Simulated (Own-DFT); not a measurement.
# Which way do the neighbours of a vacancy move? diamond silicon, 63 atoms (Si63), with one Si vacancy

These are calculations, not measurements. The program, named Own-DFT, is a retired in-house plane-wave density functional code that no person has reviewed. Each row is one single-point run on a periodic cell that was not relaxed, without spin or spin-orbit coupling.

Settings of every run: PBE; PseudoDojo norm-conserving scalar-relativistic files; cutoff 20 hartree; 3 x 3 x 3 k mesh centred on Gamma; Fermi-Dirac smearing of 0.1 eV.

Known limits: not probed for a lower state with spin; forces not confirmed at this smearing and k mesh; stress not checked against mesh or cutoff.

Cell vectors in Å: (10.862, 0.000, 0.000); (0.000, 10.862, 0.000); (0.000, 0.000, 10.862). Every atom was also moved at random, by a Gaussian of width 0.05 Å on each axis. The defect's site can differ from row to row. The empty site has 4 nearest neighbours, all Si. For each, d is its distance from the empty site and R the part of its force along the line away from it, positive outwards. The last column is the rms force component on atoms over 4.5 Å away.

```
run,d1 (Å),d2 (Å),d3 (Å),d4 (Å),R1 (eV/Å),R2 (eV/Å),R3 (eV/Å),R4 (eV/Å),far F (eV/Å)
1,2.285,2.343,2.345,2.364,-0.14,-0.34,-0.42,-0.63,0.85
2,2.288,2.329,2.346,2.352,0.10,-0.45,-0.38,-0.55,0.75
3,2.332,2.388,2.398,2.401,-0.42,-0.62,-0.52,-0.29,0.92
4,2.276,2.314,2.316,2.395,0.32,-0.38,-0.03,-0.42,0.95
5,2.327,2.332,2.446,2.497,-0.19,-0.17,-0.80,-0.65,0.65
6,2.261,2.371,2.382,2.384,0.14,-0.36,-0.70,-0.47,0.80
7,2.346,2.354,2.374,2.381,-0.12,-0.27,-0.48,-0.03,1.07
8,2.295,2.339,2.377,2.379,-0.07,-0.63,-0.83,-0.74,0.90
9,2.319,2.355,2.416,2.432,?,?,?,?,?
```

## Worked fit

A straight line through the 32 neighbours shown gives R = -0.36 - 4.1 (d - 2.354) eV/Å, with a scatter of 0.20 left by the moves of the other atoms. The slope, with an error of 0.8, is the pull back towards the neighbour's own site. The constant, -0.36 ± 0.04 eV/Å, is the force at the mean distance: with one bond gone, the neighbours are pushed inwards, towards the empty site. It shows how a relaxation would start, not where it would end, and it depends somewhat on the width of the random moves.

## Withheld run

Question: what mean R should the neighbours of run 9 feel? Their mean d is 2.381 Å.

The line gives -0.47 ± 0.13 eV/Å, by the scatter of the means of the runs shown. The calculation gave R = -0.05, -0.31, 0.06, -0.47, a mean of -0.19 eV/Å.
